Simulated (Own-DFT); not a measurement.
GaN (wurtzite, atoms displaced) (calculated)

All values are calculated (Own-DFT development build). A calculation, not a measurement: plane-wave PBE density functional theory by an unreviewed code, no spin, of a simulated periodic cell, stress positive in tension, free energy of the whole cell less one offset for each atom, forces on such cells passed a denser k mesh, this cell's mesh not checked; offsets are fitted by least squares, one for each functional and potential file, so energies compare only between cells with the same atoms and settings and are not formation energies; the far tail of each file's local potential was reset to the Coulomb form; each entry is a single point on an unrelaxed cell, so the pressure reflects the starting lattice, mostly measured values (interpolated for alloys), from which strain is counted, and rises with the displacements; printed positions are rounded, which can move forces by about a meV/angstrom; the program, named Own-DFT, is a retired in-house code; no spin-orbit coupling.

Settings shared by all entries: functional PBE; potential files PseudoDojo norm-conserving, scalar-relativistic, standard set with the stringent files for Ga; wave cutoff 96 hartree; occupations Gaussian; smearing width 0.01 eV; k mesh 3 x 4 x 3 centred on Gamma.

(1) GaN (wurtzite, atoms displaced)

```xyz
96
Lattice="12.7560 0.0000 0.0000 -4.7835 8.2853 0.0000 0.0000 0.0000 10.3700" Properties=species:S:1:pos:R:3 GaN
Ga     0.0570     1.8384     0.0341
Ga     1.5381     0.9672     2.5536
N     -0.0592     1.8286     1.9495
N      1.5745     0.8766     4.5942
Ga    -0.0127     1.9228     5.1632
Ga     1.6426     0.8259     7.7169
N     -0.0404     1.9153     7.0601
N      1.6793     0.9551     9.7019
Ga    -1.5695     4.5959    10.3126
Ga     0.0427     3.7308     2.6655
N     -1.6597     4.6275     1.9441
N      0.0601     3.6457     4.4690
Ga    -1.5971     4.5619     5.1807
Ga    -0.0128     3.6394     7.7325
N     -1.6164     4.6324     7.0434
N     -0.0778     3.7531     9.7338
Ga    -3.2129     7.3481    10.3351
Ga    -1.5015     6.3864     2.5684
N     -3.1714     7.3649     2.0085
N     -1.6327     6.4383     4.5635
Ga    -3.2564     7.3762     5.2670
Ga    -1.5719     6.4377     7.7610
N     -3.1864     7.3819     7.2700
N     -1.6044     6.5110     9.6702
Ga     3.2242     1.8915    10.3550
Ga     4.6925     0.9687     2.4696
N      3.2099     1.8025     1.9060
N      4.7479     0.9646     4.5325
Ga     3.2062     1.8686     5.1168
Ga     4.8046     0.8833     7.7755
N      3.1462     1.9022     7.2026
N      4.7686     0.8957     9.7296
Ga     1.6507     4.5896     0.0107
Ga     3.1117     3.7037     2.5574
N      1.5828     4.5327     1.9442
N      3.1871     3.6918     4.5350
Ga     1.6817     4.5719     5.1512
Ga     3.2023     3.6636     7.8903
N      1.5986     4.5748     7.1109
N      3.1388     3.7614     9.8021
Ga    -0.0002     7.3631    10.2729
Ga     1.6936     6.3979     2.6309
N     -0.0282     7.3986     1.9837
N      1.4756     6.4037     4.5448
Ga     0.0003     7.3713     5.1971
Ga     1.6423     6.4042     7.7728
N     -0.0376     7.4114     7.1429
N      1.5923     6.5296     9.7518
Ga     6.4855     1.8787     0.0298
Ga     7.9021     0.8737     2.4783
N      6.3589     1.8802     1.9239
N      8.0698     0.8615     4.5755
Ga     6.3075     1.8983     5.0881
Ga     7.9427     0.8496     7.7284
N      6.4124     1.9065     7.1303
N      7.9764     0.9310     9.8405
Ga     4.7998     4.5677     0.0392
Ga     6.3466     3.5879     2.5438
N      4.7241     4.5821     2.0093
N      6.3490     3.6514     4.5771
Ga     4.8052     4.7433     5.1550
Ga     6.3646     3.6726     7.7786
N      4.7889     4.6966     7.0869
N      6.4492     3.6790     9.8103
Ga     3.2076     7.3099    10.3472
Ga     4.7127     6.4786     2.6059
N      3.1413     7.3986     1.8972
N      4.8366     6.4153     4.5036
Ga     3.1869     7.2626     5.1327
Ga     4.8649     6.3569     7.7927
N      3.2590     7.3749     7.0719
N      4.8203     6.5385     9.7551
Ga     9.5004     1.8052     0.0502
Ga    11.1365     0.9924     2.5845
N      9.5870     1.8682     1.9555
N     11.1327     0.9364     4.6225
Ga     9.6652     1.8156     5.2345
Ga    11.0200     0.8779     7.7554
N      9.5912     1.9189     7.0692
N     11.0370     0.9547     9.7655
Ga     7.9731     4.4997     0.0113
Ga     9.5245     3.6653     2.6195
N      7.9194     4.6461     1.9906
N      9.5789     3.6998     4.5718
Ga     7.9586     4.5566     5.1247
Ga     9.5163     3.6698     7.7481
N      8.0454     4.6408     7.2109
N      9.6276     3.7456     9.7542
Ga     6.4599     7.2692     0.0136
Ga     7.8914     6.4602     2.5654
N      6.2429     7.3595     1.9024
N      7.9800     6.3929     4.6206
Ga     6.3055     7.4197     5.1509
Ga     8.0190     6.4356     7.7523
N      6.3626     7.3343     7.1461
N      8.0215     6.3375     9.6799
```

Results for GaN (wurtzite, atoms displaced): free energy of cell above offsets -3.923 eV; pressure 7.22 GPa; stress xx -6.85 GPa; stress yy -8.65 GPa; stress zz -6.16 GPa; stress yz -1.04 GPa; stress xz 0.42 GPa; stress xy 0.43 GPa.

Force:
```
element  x (eV/Å)  y (eV/Å)  z (eV/Å)
     Ga    -1.248     0.145    -1.451
     Ga     0.683    -1.502     0.826
      N     0.847     0.937     0.279
      N     0.018      1.21    -0.723
     Ga     0.531    -1.705     0.294
     Ga    -1.043     3.385     0.969
      N     0.088    -2.147     1.061
      N    -1.336    -0.162     0.252
     Ga    -1.053     1.562     1.355
     Ga    -1.976     -0.53    -2.479
      N     1.069     -1.13    -0.115
      N    -0.349     1.205     1.865
     Ga     0.403     1.146    -0.886
     Ga    -0.401      1.12     0.624
      N     0.336     -0.43     1.749
      N     2.953    -1.375    -0.639
     Ga     0.513     0.311     0.916
     Ga    -1.661     1.108     0.942
      N    -0.742     0.049    -0.963
      N     0.446     0.081     0.185
     Ga     0.937    -0.728    -0.742
     Ga     -0.17     -0.49    -0.221
      N     0.215    -1.478    -2.005
      N     0.249    -1.016     0.607
     Ga    -0.065    -0.986    -0.331
     Ga      1.92    -1.673     1.704
      N    -2.252     1.982     0.023
      N      0.46    -0.776    -0.748
     Ga    -0.916    -0.322     1.385
     Ga    -0.264     1.628      0.06
      N     1.183    -0.789    -1.027
      N     1.004     1.507     0.058
     Ga    -3.128     1.471    -0.036
     Ga     1.528    -1.351     0.761
      N    -0.161     1.534    -0.338
      N     1.116     0.321    -0.663
     Ga    -1.626     0.164         1
     Ga    -0.313     0.675    -1.757
      N     0.403     0.339     0.479
      N      2.27    -1.078    -0.759
     Ga     -0.73     0.218      1.73
     Ga    -2.289     0.706    -0.835
      N     1.602    -0.572    -0.996
      N     2.156    -0.196    -0.137
     Ga    -1.514     0.415    -0.352
     Ga    -0.408     0.448    -0.334
      N     1.228    -1.004     -0.27
      N      0.63    -1.763     -0.79
     Ga    -2.113    -0.984    -0.909
     Ga     1.199     1.373     2.199
      N    -0.222    -1.621     0.175
      N    -1.467     0.242    -1.093
     Ga     1.469    -1.985     1.294
     Ga     0.488     1.546     0.338
      N    -0.576    -1.217    -0.184
      N     -0.29    -1.093    -1.954
     Ga     0.318     1.185     0.265
     Ga     0.095     2.686      1.35
      N     0.324      0.35    -0.583
      N    -0.088     1.526    -1.138
     Ga    -0.034    -3.446     0.382
     Ga     0.724     0.932    -0.045
      N    -0.184    -2.732     0.607
      N    -2.296    -0.218    -1.449
     Ga    -0.023     1.018    -0.112
     Ga     0.491     -0.58    -0.996
      N      0.37    -1.413     0.518
      N     -1.09     1.664    -0.448
     Ga    -0.442     1.506     0.262
     Ga    -0.733     2.364     0.823
      N    -0.475    -1.238     0.751
      N    -0.228    -2.299    -0.552
     Ga      1.56     1.519    -0.438
     Ga    -0.335    -1.322     0.458
      N    -1.416    -0.253     0.422
      N      1.67    -0.286    -1.993
     Ga    -2.458     1.108    -1.322
     Ga     1.812     0.672      0.96
      N    -1.211    -1.288     1.774
      N     2.314    -1.099    -0.654
     Ga     1.906     1.776      0.59
     Ga     0.244     0.878    -0.089
      N    -0.109    -1.219    -0.319
      N    -0.196    -1.083    -0.506
     Ga     0.221     0.241      1.22
     Ga     1.585      0.51     0.993
      N    -2.034    -0.682    -1.517
      N    -1.396    -1.652    -0.649
     Ga    -0.213     1.572    -0.767
     Ga     0.916     0.566     0.837
      N     1.332     0.566     1.231
      N    -1.242     0.978    -0.854
     Ga       1.8    -0.869     0.893
     Ga     -0.96      0.17     0.276
      N     0.489      0.33    -0.492
      N    -0.641      0.84     0.916
```

(2) GaN (wurtzite, atoms displaced)

```xyz
96
Lattice="12.7560 0.0000 0.0000 -4.7835 8.2853 0.0000 0.0000 0.0000 10.3700" Properties=species:S:1:pos:R:3 GaN
Ga     0.0844     1.7819     0.0128
Ga     1.5730     0.9260     2.5735
N      0.0090     1.8377     1.9593
N      1.6028     0.9174     4.5060
Ga    -0.0366     1.8087     5.2628
Ga     1.5880     0.9392     7.7983
N      0.0893     1.8054     7.0506
N      1.6221     1.0023     9.8098
Ga    -1.6208     4.6771     0.0734
Ga    -0.0083     3.6022     2.4974
N     -1.6038     4.5734     1.9442
N      0.0587     3.6866     4.4932
Ga    -1.6853     4.6660     5.2046
Ga    -0.0213     3.7257     7.7866
N     -1.6560     4.5439     7.1664
N      0.0015     3.7096     9.7035
Ga    -3.2050     7.3971     0.0049
Ga    -1.4959     6.4487     2.5893
N     -3.1304     7.3536     1.9736
N     -1.5372     6.3979     4.5055
Ga    -3.1581     7.4351     5.2053
Ga    -1.6643     6.4046     7.7889
N     -3.0947     7.2977     7.1285
N     -1.7802     6.4841     9.7522
Ga     3.2394     1.8321     0.0042
Ga     4.7694     0.9031     2.6927
N      3.2152     1.7852     1.9272
N      4.7880     0.9599     4.5798
Ga     3.2743     1.8899     5.1439
Ga     4.8210     0.9215     7.8065
N      3.2178     1.7722     7.0828
N      4.8545     0.9331     9.7864
Ga     1.6248     4.5712    10.3643
Ga     3.1433     3.6556     2.5497
N      1.6028     4.5622     1.9486
N      3.2264     3.6628     4.4733
Ga     1.5708     4.5370     5.2027
Ga     3.1536     3.6615     7.8491
N      1.5479     4.5557     7.1488
N      3.1905     3.6987     9.7357
Ga     0.1057     7.4226    10.3697
Ga     1.6716     6.4246     2.5556
N      0.0828     7.4129     1.9978
N      1.6690     6.5053     4.5214
Ga    -0.0402     7.3233     5.2230
Ga     1.5434     6.4605     7.8301
N      0.0554     7.4419     7.1756
N      1.5577     6.4831     9.7401
Ga     6.4033     1.8162    10.3355
Ga     7.9675     0.8865     2.5885
N      6.3633     1.8226     1.9983
N      7.9179     0.9413     4.5126
Ga     6.3629     1.8160     5.3063
Ga     7.9762     0.8767     7.8309
N      6.3230     1.7549     7.0246
N      8.0379     0.9536     9.7298
Ga     4.7587     4.4958     0.0373
Ga     6.3916     3.6665     2.5798
N      4.8839     4.6788     1.9567
N      6.4320     3.7109     4.5423
Ga     4.8595     4.5867     5.1884
Ga     6.3913     3.7799     7.7737
N      4.8706     4.5651     7.1593
N      6.3744     3.7049     9.6264
Ga     3.1731     7.2838    10.3436
Ga     4.7486     6.4485     2.5516
N      3.1967     7.3226     2.0337
N      4.7445     6.4835     4.4719
Ga     3.1584     7.3443     5.1442
Ga     4.8003     6.3922     7.7403
N      3.1122     7.4264     7.2210
N      4.7756     6.4295     9.8020
Ga     9.5137     1.8534    10.3553
Ga    11.1910     0.9576     2.5374
N      9.5382     1.8265     2.0291
N     11.1934     0.8826     4.4844
Ga     9.4982     1.9089     5.2023
Ga    11.2063     0.8978     7.7977
N      9.5058     1.8091     7.1427
N     11.0929     1.0256     9.7049
Ga     8.0395     4.5277     0.0607
Ga     9.5350     3.6665     2.5869
N      7.9319     4.5342     1.9836
N      9.5740     3.6367     4.5395
Ga     7.9531     4.6307     5.1716
Ga     9.5784     3.7295     7.8414
N      8.0061     4.5184     7.0498
N      9.5403     3.7574     9.6986
Ga     6.4475     7.4093    10.3271
Ga     8.0119     6.4533     2.4955
N      6.4473     7.3767     1.9596
N      7.8757     6.4536     4.4948
Ga     6.3372     7.4074     5.1801
Ga     7.9377     6.4728     7.6835
N      6.4438     7.3328     7.2019
N      7.9453     6.3771     9.7212
```

Results for GaN (wurtzite, atoms displaced): free energy of cell above offsets -4.476 eV; pressure 7.18 GPa; stress xx -8.18 GPa; stress yy -5.33 GPa; stress zz -8.04 GPa; stress yz -0.02 GPa; stress xz -0.24 GPa; stress xy 0.84 GPa.

Force:
```
element  x (eV/Å)  y (eV/Å)  z (eV/Å)
     Ga    -2.495     1.848    -0.015
     Ga     0.646    -0.491     0.585
      N     0.238    -0.637    -1.114
      N     0.306     0.604     0.509
     Ga     0.395     0.496    -3.505
     Ga     1.192    -0.624     -0.26
      N    -1.296     0.464     3.183
      N     0.674    -1.451    -1.707
     Ga     0.216    -0.545    -1.418
     Ga     0.035     1.609     1.664
      N       0.1     0.305     0.671
      N    -1.617    -0.509     0.324
     Ga     1.153    -1.802    -0.429
     Ga    -0.337    -1.066    -0.146
      N     1.327     1.023    -0.677
      N    -0.197    -0.175     0.854
     Ga    -1.476     0.179     0.622
     Ga    -0.442    -0.172    -0.439
      N     0.015     0.082    -0.418
      N    -0.963     0.998     0.616
     Ga    -0.647    -0.965     -1.17
     Ga     2.088     -0.14     0.889
      N    -2.316     1.622    -0.241
      N     3.612    -0.642    -0.683
     Ga     0.309     0.066     0.374
     Ga     0.667     0.586    -0.767
      N    -0.338     0.652     0.265
      N     0.184    -1.294     0.053
     Ga    -1.553    -0.539     0.288
     Ga    -0.527       0.6    -0.132
      N      -0.4     1.043     1.363
      N    -1.069     0.057    -1.191
     Ga     -1.05     0.538      0.15
     Ga     1.573    -0.041     0.334
      N    -0.375     0.485    -0.728
      N    -0.047     0.884     0.909
     Ga     0.944     1.041    -0.791
     Ga     0.639    -0.369    -1.829
      N      0.98     0.947     0.207
      N    -0.146    -0.838      0.26
     Ga    -2.434    -0.397     1.093
     Ga    -1.303    -0.393     1.176
      N    -0.308    -0.996    -0.852
      N    -2.369    -1.814     0.188
     Ga     1.526     0.812    -0.263
     Ga     0.621    -0.421    -1.105
      N    -1.554    -2.037    -0.172
      N     0.679    -1.417     0.146
     Ga     0.763     1.178     1.053
     Ga    -0.463     0.355     0.491
      N     0.017     0.019    -1.089
      N     0.554    -0.186     0.752
     Ga     0.637     0.569    -4.688
     Ga    -0.393     1.449      -0.9
      N      1.06      1.22     5.375
      N    -1.691    -1.251     0.476
     Ga     1.539     1.811    -0.153
     Ga     -0.66     -0.52     0.959
      N    -1.523    -1.833    -0.354
      N    -0.786    -1.002     -0.04
     Ga    -0.763     0.526    -0.786
     Ga     1.378    -2.185    -0.655
      N      -2.6     0.704    -0.845
      N     0.294    -0.766     2.127
     Ga     0.962     1.221     0.759
     Ga     1.856     0.425     0.264
      N     0.045     0.961    -2.226
      N     0.555    -0.661     1.571
     Ga     1.018       1.4     1.069
     Ga    -0.803      0.96     1.155
      N     1.231    -2.409    -1.173
      N     0.372    -0.412    -1.052
     Ga     1.016     1.046      1.06
     Ga    -0.713    -1.012     0.824
      N     0.464     0.102    -1.621
      N    -0.725     1.269     0.916
     Ga     0.396    -1.958    -0.161
     Ga    -0.873     0.883    -0.774
      N      1.34     0.436     0.362
      N     1.817     -0.95      0.49
     Ga    -2.054     1.133    -0.521
     Ga     0.326    -0.086     0.587
      N     1.257     1.038    -0.651
      N    -0.121     1.731    -0.317
     Ga     0.597     0.097    -0.868
     Ga     -1.19    -1.563    -1.147
      N    -0.142      1.38     1.262
      N     1.211    -1.248     1.248
     Ga    -1.258     -0.53     0.629
     Ga     -0.34    -0.438     1.324
      N    -0.909     0.437    -0.968
      N     1.685     0.133     0.486
     Ga    -0.047    -0.561    -0.523
     Ga     2.409    -2.114     1.321
      N    -2.208     1.143    -1.372
      N     0.599     0.895     -0.35
```
